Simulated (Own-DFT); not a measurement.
Simulation results for Si₄₇N₆₄ (beta silicon nitride with one vacancy, atoms displaced)

A calculation, not a measurement: plane-wave PBE density functional theory by an unreviewed code, no spin, of a simulated periodic cell, stress positive in tension, free energy of the whole cell less one offset for each atom, defect cell not probed for a lower state with spin; forces on such cells moved up to 12 meV/angstrom on a denser k mesh; offsets are fitted by least squares, one for each functional and potential file, so energies compare only between cells with the same atoms and settings and are not formation energies; the far tail of each file's local potential was reset to the Coulomb form; each entry is a single point on an unrelaxed cell, so the pressure reflects the starting lattice, mostly measured values (interpolated for alloys), from which strain is counted, and rises with the displacements; printed positions are rounded, which can move forces by about a meV/angstrom; the program, named Own-DFT, is a retired in-house code; no spin-orbit coupling; before rounding, a Quantum ESPRESSO 7.3.1 run of the same cell and cutoff gave forces within 1 meV/angstrom rms on each cell, which checks the program and not the settings. Program: Own-DFT development build.

```json
{"formula": "Si47N64", "kind": "beta silicon nitride with one vacancy, atoms displaced", "structure": {"cell_angstrom": [[15.212, 0.0, 0.0], [-7.606, 13.174, 0.0], [0.0, 0.0, 5.818]], "atoms_fractional": [["Si", 0.08705, 0.38347, 0.127], ["Si", 0.10178, 0.19642, 0.12542], ["Si", 0.29777, 0.41769, 0.13931], ["Si", 0.4112, 0.11904, 0.36927], ["Si", 0.38184, 0.29969, 0.37064], ["Si", 0.20217, 0.08823, 0.36741], ["N", 0.16867, 0.01887, 0.13087], ["N", 0.48737, 0.15467, 0.1312], ["N", 0.34613, 0.3328, 0.12982], ["N", 0.32864, 0.48546, 0.36788], ["N", 0.01456, 0.35124, 0.38207], ["N", 0.15348, 0.16914, 0.37604], ["N", 0.17094, 0.34302, 0.14472], ["N", 0.33357, 0.16478, 0.37307], ["Si", 0.08468, 0.38301, 0.62932], ["Si", 0.11391, 0.20328, 0.6367], ["Si", 0.30056, 0.41842, 0.62233], ["Si", 0.41194, 0.11381, 0.86738], ["Si", 0.38946, 0.30052, 0.89063], ["Si", 0.19591, 0.08316, 0.86958], ["N", 0.16437, 0.02191, 0.61303], ["N", 0.48302, 0.15063, 0.64125], ["N", 0.34682, 0.33089, 0.62088], ["N", 0.3319, 0.47999, 0.88018], ["N", 0.01642, 0.34787, 0.86325], ["N", 0.15322, 0.16835, 0.87843], ["N", 0.17251, 0.33496, 0.6269], ["N", 0.33138, 0.15717, 0.86832], ["Si", 0.07995, 0.87761, 0.10865], ["Si", 0.11602, 0.70076, 0.11231], ["Si", 0.30901, 0.92005, 0.12109], ["Si", 0.40746, 0.6143, 0.36985], ["Si", 0.38846, 0.79581, 0.38654], ["Si", 0.19736, 0.58105, 0.38405], ["N", 0.17126, 0.51908, 0.12372], ["N", 0.48134, 0.65121, 0.14488], ["N", 0.34685, 0.8315, 0.12678], ["N", 0.33347, 0.98714, 0.36299], ["N", 0.01263, 0.85286, 0.39105], ["N", 0.15001, 0.66298, 0.38027], ["N", 0.16558, 0.83408, 0.12661], ["N", 0.33081, 0.66612, 0.35859], ["Si", 0.09036, 0.88817, 0.63063], ["Si", 0.3005, 0.91146, 0.62924], ["Si", 0.41663, 0.61442, 0.86439], ["Si", 0.38742, 0.79888, 0.88039], ["Si", 0.19867, 0.58743, 0.8702], ["N", 0.16422, 0.51094, 0.62929], ["N", 0.48249, 0.6514, 0.62277], ["N", 0.34618, 0.8294, 0.63573], ["N", 0.3354, 0.98741, 0.85651], ["N", 0.01341, 0.84408, 0.90677], ["N", 0.15005, 0.66769, 0.86672], ["N", 0.17029, 0.83582, 0.61793], ["N", 0.33708, 0.67015, 0.87171], ["Si", 0.58631, 0.38561, 0.11923], ["Si", 0.61799, 0.20994, 0.13042], ["Si", 0.80135, 0.41309, 0.1298], ["Si", 0.91645, 0.11607, 0.39044], ["Si", 0.88477, 0.29431, 0.36973], ["Si", 0.69808, 0.08315, 0.38169], ["N", 0.66883, 0.01859, 0.12735], ["N", 0.9837, 0.15433, 0.11471], ["N", 0.85061, 0.33826, 0.13458], ["N", 0.83869, 0.48114, 0.38099], ["N", 0.52372, 0.35706, 0.37795], ["N", 0.6518, 0.16196, 0.36323], ["N", 0.67433, 0.33691, 0.12759], ["N", 0.83099, 0.16443, 0.37783], ["Si", 0.58921, 0.38026, 0.63133], ["Si", 0.61331, 0.20741, 0.61932], ["Si", 0.80252, 0.41624, 0.62723], ["Si", 0.91453, 0.11111, 0.88094], ["Si", 0.88686, 0.29871, 0.86568], ["Si", 0.70097, 0.08829, 0.87786], ["N", 0.66731, 0.01334, 0.62748], ["N", 0.9856, 0.14538, 0.62149], ["N", 0.85501, 0.3393, 0.63781], ["N", 0.83158, 0.48339, 0.88876], ["N", 0.51711, 0.34798, 0.84725], ["N", 0.65169, 0.16172, 0.87107], ["N", 0.66315, 0.32962, 0.63188], ["N", 0.83564, 0.1742, 0.87382], ["Si", 0.58532, 0.88568, 0.14177], ["Si", 0.61814, 0.70503, 0.12284], ["Si", 0.8004, 0.9161, 0.12114], ["Si", 0.91676, 0.61844, 0.36721], ["Si", 0.88572, 0.79986, 0.37991], ["Si", 0.6981, 0.58777, 0.37723], ["N", 0.66794, 0.51381, 0.12963], ["N", 0.98324, 0.65203, 0.12391], ["N", 0.84839, 0.8377, 0.12429], ["N", 0.84211, 0.98722, 0.37362], ["N", 0.5203, 0.85449, 0.3609], ["N", 0.64429, 0.66714, 0.36518], ["N", 0.66566, 0.82766, 0.13018], ["N", 0.83266, 0.65408, 0.39342], ["Si", 0.58626, 0.88531, 0.62377], ["Si", 0.62321, 0.70475, 0.62711], ["Si", 0.80087, 0.91725, 0.63102], ["Si", 0.91023, 0.61577, 0.877], ["Si", 0.8782, 0.79898, 0.8682], ["Si", 0.705, 0.58523, 0.87611], ["N", 0.66204, 0.50713, 0.60273], ["N", 0.98852, 0.64787, 0.62571], ["N", 0.85161, 0.83665, 0.61796], ["N", 0.82812, 0.98363, 0.8593], ["N", 0.51496, 0.85479, 0.87771], ["N", 0.64983, 0.66666, 0.87802], ["N", 0.67122, 0.8369, 0.62336], ["N", 0.83201, 0.66876, 0.88824]]}, "settings": {"functional": "PBE", "potential_files": "PseudoDojo norm-conserving, scalar-relativistic, standard set", "wave_cutoff [hartree]": 42.0, "occupations": "Fermi-Dirac", "smearing_width [eV]": 0.1, "k_mesh": "2 x 2 x 4 centred on Gamma"}, "results": {"free_energy_of_cell_above_offsets [eV]": "5.467", "pressure [GPa]": 8.13, "stress_xx [GPa]": -7.19, "stress_yy [GPa]": -7.66, "stress_zz [GPa]": -9.55, "stress_yz [GPa]": -0.24, "stress_xz [GPa]": 0.39, "stress_xy [GPa]": 0.29, "force_element": ["Si", "Si", "Si", "Si", "Si", "Si", "N", "N", "N", "N", "N", "N", "N", "N", "Si", "Si", "Si", "Si", "Si", "Si", "N", "N", "N", "N", "N", "N", "N", "N", "Si", "Si", "Si", "Si", "Si", "Si", "N", "N", "N", "N", "N", "N", "N", "N", "Si", "Si", "Si", "Si", "Si", "N", "N", "N", "N", "N", "N", "N", "N", "Si", "Si", "Si", "Si", "Si", "Si", "N", "N", "N", "N", "N", "N", "N", "N", "Si", "Si", "Si", "Si", "Si", "Si", "N", "N", "N", "N", "N", "N", "N", "N", "Si", "Si", "Si", "Si", "Si", "Si", "N", "N", "N", "N", "N", "N", "N", "N", "Si", "Si", "Si", "Si", "Si", "Si", "N", "N", "N", "N", "N", "N", "N", "N"], "force_x [eV/angstrom]": [-0.419, 7.828, 0.124, 1.811, 2.907, 0.264, -1.08, -0.324, 0.083, 0.904, 0.413, -2.123, -0.631, -2.003, 3.007, 2.792, 0.333, 0.009, -1.41, 2.163, -0.601, 1.56, -0.005, 0.906, -0.532, -1.808, -2.773, -2.639, 6.483, -0.392, -2.633, -0.127, -2.696, -0.251, -0.807, 2.67, 1.178, 1.032, 0.936, -0.704, 1.321, 0.12, 1.028, -1.28, -2.53, -1.209, 0.793, 0.12, 2.379, 1.49, 0.85, -6.777, 0.768, -1.44, -0.031, 1.887, 1.797, -0.733, -3.484, -1.538, 1.552, 0.187, -2.659, 3.071, -0.213, -3.014, -2.775, -2.988, 1.537, 0.533, 2.682, -0.83, -4.133, -0.586, 2.328, -0.291, 0.424, -0.673, -0.056, -2.369, -4.068, 2.713, 1.875, 4.618, -3.008, -2.551, 2.847, 0.998, 1.653, -0.909, 0.836, 1.412, -0.084, -3.779, 3.637, -0.933, -5.087, 1.258, -3.432, -0.901, 2.0, 2.638, -0.749, -0.113, -1.891, -1.346, 1.134, 1.712, 1.7, -0.648, -0.239], "force_y [eV/angstrom]": [1.769, 4.384, -2.685, -0.792, -1.477, 1.619, -3.101, -0.223, 1.162, 1.93, -0.388, 0.038, -4.347, 2.342, 0.151, 1.502, -2.626, 0.594, -2.816, 1.579, -2.597, 0.796, 1.315, 2.615, -0.314, -0.17, -0.652, 3.385, 4.823, 0.401, -2.138, 0.668, -0.254, 2.44, -2.516, 0.588, 0.629, 0.319, 0.281, 0.1, 0.633, -0.138, -1.362, -0.871, -0.064, -1.243, 1.962, 0.504, 0.623, 0.791, -1.158, -2.142, -0.792, 0.978, -1.96, -0.82, -2.318, 0.857, 0.14, 0.574, 1.295, -2.252, -1.862, -1.797, 1.828, -2.075, 1.812, -0.098, -0.272, 1.343, -4.153, -1.101, 1.872, 0.724, 0.149, 0.249, 0.353, 0.043, 1.156, -0.453, 2.608, 2.633, -4.373, 1.611, -1.349, -1.065, -2.266, -2.471, -0.503, 1.097, 0.329, -0.813, -0.447, -2.01, -1.937, 4.818, 4.372, -0.492, 0.919, -2.578, 0.239, -1.094, -1.03, 3.154, -0.24, 0.57, 2.328, 0.618, -1.473, -0.908, 0.464], "force_z [eV/angstrom]": [-0.371, 1.071, -3.762, 1.466, 2.07, 0.215, -2.7, -1.328, -0.921, 3.49, -1.455, -0.404, -0.78, -0.152, -1.586, -2.025, 0.717, 3.031, -3.499, 1.297, 1.91, -4.638, 1.525, -0.491, 3.61, 0.911, 0.304, 0.675, 11.63, 1.938, -1.005, 1.72, -1.185, -1.142, -0.017, -4.645, 1.007, 2.157, -1.663, -2.076, -0.355, 1.246, -0.141, -2.832, 3.54, 0.288, 0.582, 0.064, -1.214, -1.587, 2.955, -11.75, 0.487, 0.284, -0.375, 0.455, -1.687, 0.996, -3.276, 1.493, -0.603, 0.069, 2.673, -1.729, -0.816, -1.716, 1.958, -0.16, 0.227, -4.776, 0.824, 1.155, -2.756, 3.03, -0.287, 0.31, 2.934, -3.037, -1.869, 6.933, -0.012, -0.138, 0.159, -7.564, -0.388, 0.884, 2.871, -1.807, -0.844, -1.628, -1.026, -0.084, -0.17, 6.881, 2.533, -0.303, -0.556, 1.119, -0.836, -4.623, -1.351, 2.103, -0.848, 3.795, 0.234, 1.483, 4.654, 0.08, -0.679, 0.132, -0.504]}}
```
